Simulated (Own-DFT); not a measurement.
# How strain changes the stress of 3C SiC, 64 atoms (C32Si32)

These are calculations, not measurements. They come from Own-DFT, an in-house plane-wave density functional program, since retired, whose code no person has reviewed. Each row is one single-point run on a periodic cell that was not relaxed, without spin or spin-orbit coupling.

Settings of every run: PBE; PseudoDojo norm-conserving scalar-relativistic files; cutoff 42 hartree; 4 x 4 x 4 k mesh centred on Gamma; Fermi-Dirac smearing of 0.1 eV.

Known limits: forces on such cells passed a denser k mesh, each cell not checked; stress not checked against mesh or cutoff.

Unstrained cell vectors in Å: (8.719, 0.000, 0.000); (0.000, 8.719, 0.000); (0.000, 0.000, 8.719). The unstrained cell has measured lattice constants (interpolated for alloys), not those of this functional. That, the random moves and any unrelaxed bonds set the pressure at no strain. Each run strains this cell uniformly, with the atoms carried along. Every atom was also moved at random, by a Gaussian of width 0.05 Å on each axis. Strain is the symmetric tensor, in per cent. Stress is positive in tension, and the pressure is minus a third of its trace.

```
run  e_xx (%)  e_yy (%)  e_zz (%)  e_yz (%)  e_xz (%)  e_xy (%)  s_xx (GPa)  s_yy (GPa)  s_zz (GPa)  s_yz (GPa)  s_xz (GPa)  s_xy (GPa)  P (GPa)  E (meV/atom)
  1      1.71     -1.82     -1.15      1.78     -0.21      1.83       -3.47      -13.11      -10.97       11.33       -2.55       10.67     9.18          41.0
  2     -1.59     -0.35      1.65     -0.34     -0.34     -0.54       -9.44       -6.93       -1.74       -1.70       -2.32       -5.34     6.04           6.0
  3      1.75      1.01     -1.05      0.24      1.35      0.71        0.80       -1.09       -6.14        3.22        5.52        3.83     2.14          19.2
  4      0.54      1.83      1.31     -0.93     -0.76      1.61       -0.07        3.57        2.19       -5.20       -2.93        9.35    -1.90           4.1
  5     -0.43     -1.26      0.55      1.98      1.20     -1.13       -8.28      -10.46       -5.62       10.22        6.68       -7.37     8.12          18.1
  6      1.30     -1.24     -1.76     -0.24      0.89      0.53       -4.88      -11.93      -13.07       -4.11        7.60        3.83     9.96          29.1
  7      0.80     -1.82      1.93     -0.51      0.49      0.93       -2.82       -8.14        1.08       -2.52        2.21        5.67     3.29           0.0
  8      1.22      1.49      0.36     -1.48      1.76      0.51        2.14        2.78       -0.37       -7.64        7.03        1.66    -1.52          13.8
  9     -0.90     -1.09      1.03      0.71     -1.40      0.63       -9.27       -9.67       -4.89        4.00       -7.06        4.76     7.94          25.3
 10     -1.64     -0.56      1.70     -1.20      0.36     -1.84      -10.52       -8.32       -1.63       -5.68        2.49       -9.90     6.82          20.8
 11      0.43     -0.57     -0.76      0.14      1.36      1.55       -6.01       -8.51       -8.92        2.44        8.24        7.08     7.81          24.8
 12      1.14      0.96     -0.06     -0.11      1.10     -0.25       -0.23       -0.53       -3.10       -0.84        6.08       -2.28     1.29           7.6
 13      1.14     -0.95     -1.06     -0.47      0.73     -1.11       -4.14       -9.74      -10.13       -3.06        1.65       -5.66     8.00          34.5
 14      1.15      0.09      0.76      0.12     -1.50     -1.03        0.30       -2.07       -1.14       -0.69       -8.14       -5.74     0.97           3.7
 15     -1.67      1.56      1.47      0.65     -0.78      0.52       -7.40        0.88       -0.02        1.18       -2.86        1.73     2.18          12.7
 16     -0.57      0.90     -0.82     -1.54      1.98     -0.71       -8.58       -4.97      -10.12       -6.03       14.30       -5.14     7.89          38.4
 17      0.84     -1.22      0.30      1.58     -0.34     -0.58       -3.72       -8.74       -4.98        9.87       -1.65       -3.41     5.81          10.7
 18      1.36     -1.96      0.51      1.48     -1.67     -1.78           ?           ?           ?           ?           ?           ?        ?             ?
```

E is the free energy for each atom above the lowest run shown.

## Worked fit

Each stress component was fitted by least squares to a constant and the strains of the runs shown, as fractions, with shears doubled. Shear strains stay in the fit of a normal stress only where such slopes are resolved. The slopes, in GPa:

```
stress,at no strain,per e_xx,per e_yy,per e_zz,scatter
s_xx,-5.7,382 ± 12,138 ± 9,145 ± 12,0.44
s_yy,-6.0,157 ± 12,393 ± 9,180 ± 12,0.44
s_zz,-6.0,155 ± 11,127 ± 9,430 ± 11,0.42
```

Each shear stress against twice its own strain: yz 274 ± 24, xz 257 ± 26, xy 279 ± 11 GPa. These are stiffnesses along x, y and z of the frame in which the cell vectors are given, which need not be the crystal's axes. The atoms are held to the strained lattice; where symmetry lets them move under strain, relaxing them would lower some slopes. The table should be nearly symmetric about its diagonal, and what it lacks of that shows the noise. A ninth of its sum, 234 ± 7 GPa, estimates the bulk modulus near the mean pressure of these runs, 4.9 GPa, so it lies above the value at zero pressure.

## Withheld run

Question: what normal stresses and pressure should run 18 give?

The fit gives s_xx = -2.5, s_yy = -10.6, s_zz = -4.2 and P = 5.8 GPa. The calculation gave -2.86, -10.45, -4.99 and P = 6.10 GPa.
